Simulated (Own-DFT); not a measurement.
# A pressure from energies alone: corundum Al2O3, 78 atoms (Al32O46), with two O vacancies

These are calculations. Each geometry was run twice at fixed positions with Own-DFT, a retired in-house plane-wave program that no person has reviewed: with PBE, and with HSE06 (exact exchange share 0.25 at short range, screening 0.11 per bohr, Gygi-Baldereschi treatment of its divergence). Both used PseudoDojo norm-conserving files made for PBE, a cutoff of 48 hartree, the Gamma point alone, fixed occupations, a neutral cell and no spin. With Gamma alone and a thickness of 7.9 Å, finite-size errors remain in every number. The oxygen file's force components were 24 meV/Å off all-electron values in a glass.

Unstrained cell vectors in Å: (5.494, 0.000, 8.660); (-2.747, 4.758, 8.660); (-2.747, -4.758, 8.660), volume V0 = 679.1 Å³, from measured lattice constants. Each geometry has its own random strain of a few per cent, its own defect sites and random moves of rms u per axis. HSE06 gave the energy alone. D is its energy less that of PBE, over the lowest D shown. The PBE stress wasn't checked against mesh or cutoff.

```
run,V - V0 (Å³),u (Å),P with PBE (GPa),D (eV)
1,-12.1,0.0489,13.85,0.850
2,8.1,0.0315,4.54,1.593
3,-31.6,0.0307,19.81,0.000
4,27.7,0.0492,-0.64,2.414
5,13.2,0.0522,4.69,1.880
6,-20.2,0.0481,17.15,0.481
7,7.9,0.0496,6.14,1.625
8,-8.8,0.0304,10.52,0.876
9,15.7,0.0507,4.05,1.889
10,2.7,0.0296,6.38,1.303
11,11.4,0.0291,3.58,1.629
12,-26.4,0.0543,20.68,0.364
13,-27.5,0.0310,18.70,?
```

## Working it out

D = 1.16 + 0.0388 (V - V0) + 68 u² eV, with an error of 0.0006 on the volume slope, 12 on the last term and a scatter of 0.03 eV. Pressure is -dE/dV, and 1 eV/Å³ is 160.2 GPa, so HSE06 changes the pressure by -6.2 ± 0.1 GPa. With the ions held to the strained lattice, the PBE pressure falls by 258 ± 4 GPa per unit of volume strain; the shape of the strain isn't fitted, so the true error is larger, and a relaxed crystal would be softer. On that slope HSE06's volume at a given pressure is about 2.4 % smaller, or 0.8 % in lengths. At u = 0 and V0 the PBE pressure is 6.3 GPa, which puts the zero-pressure volume, against the measured cell and with the defects in, at +2.5 % for PBE and +0.0 % for HSE06, each good to a few tenths of a per cent.

## Test on the hidden row

Asked: what D should run 13 give?

The fit gives 0.15 eV, with rows scattering by 0.03. The hidden result is 0.122 eV.
